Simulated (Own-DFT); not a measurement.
# Energy and forces against displacement in hexagonal WC, 64 atoms (C32W32)

These are calculations, not measurements. They come from Own-DFT, an in-house plane-wave density functional program, since retired, whose code no person has reviewed. Each row is one single-point run on a periodic cell that was not relaxed, without spin or spin-orbit coupling.

Settings of every run: PBE; PseudoDojo norm-conserving scalar-relativistic files; cutoff 50 hartree; 4 x 4 x 4 k mesh centred on Gamma; cold (Marzari-Vanderbilt) smearing of 0.2 eV.

Known limits, some of them of some rows only: some atoms lie very close together; forces on such cells moved up to 12 meV/angstrom on a denser k mesh; stress not checked against mesh or cutoff.

Cell vectors in Å: (5.833, -5.052, -2.839); (0.000, -5.052, 8.518); (-5.833, -5.052, -2.839). In each run every atom was moved at random and independently from its ideal site; u is the rms move along one axis. E is the free energy for each atom above the fitted value at u = 0, and F the rms of the force components.

| run | u (Å) | E (meV/atom) | F (eV/Å) | largest force (eV/Å) | P (GPa) |
|---|---|---|---|---|---|
| 1 | 0.0187 | 12.1 | 0.536 | 2.00 | 3.27 |
| 2 | 0.0199 | 12.8 | 0.539 | 1.86 | 3.28 |
| 3 | 0.0207 | 15.3 | 0.603 | 2.24 | 3.41 |
| 4 | 0.0450 | ? | ? | ? | ? |
| 5 | 0.0494 | 79.7 | 1.249 | 5.38 | 5.80 |
| 6 | 0.0978 | 332.1 | 2.634 | 13.13 | 16.19 |
| 7 | 0.1032 | 366.2 | 2.821 | 17.01 | 16.98 |
| 8 | 0.1467 | 807.1 | 4.394 | 20.12 | 35.27 |

## Worked fit

For small independent moves the energy grows as E = (3/2) K u², with K the mean stiffness felt by one atom. The runs with u up to 0.11 Å give K = 22.7 ± 0.4 eV/Å², with residuals divided by u² + 0.0006 Å², since the noise grows with the moves. The scatter is 2.6 meV/atom at u = 0.05 Å. The forces follow F = G u with G = 27.5 eV/Å²; no force at u = 0 is resolved. G exceeds K because the moves of its neighbours add to the force on an atom, and stiffness differs between atoms. At u = 0.147 Å the parabola gives 733 meV/atom and the run 807. The pressure follows P = 2.73 + 1367 u² GPa: at fixed volume, shortened bonds push harder than stretched ones pull.

## Withheld run

Question: what energy and rms force should run 4 give?

The fit gives 69 ± 2 meV/atom and about 1.24 eV/Å. The calculation gave 75.3 meV/atom and 1.258 eV/Å.
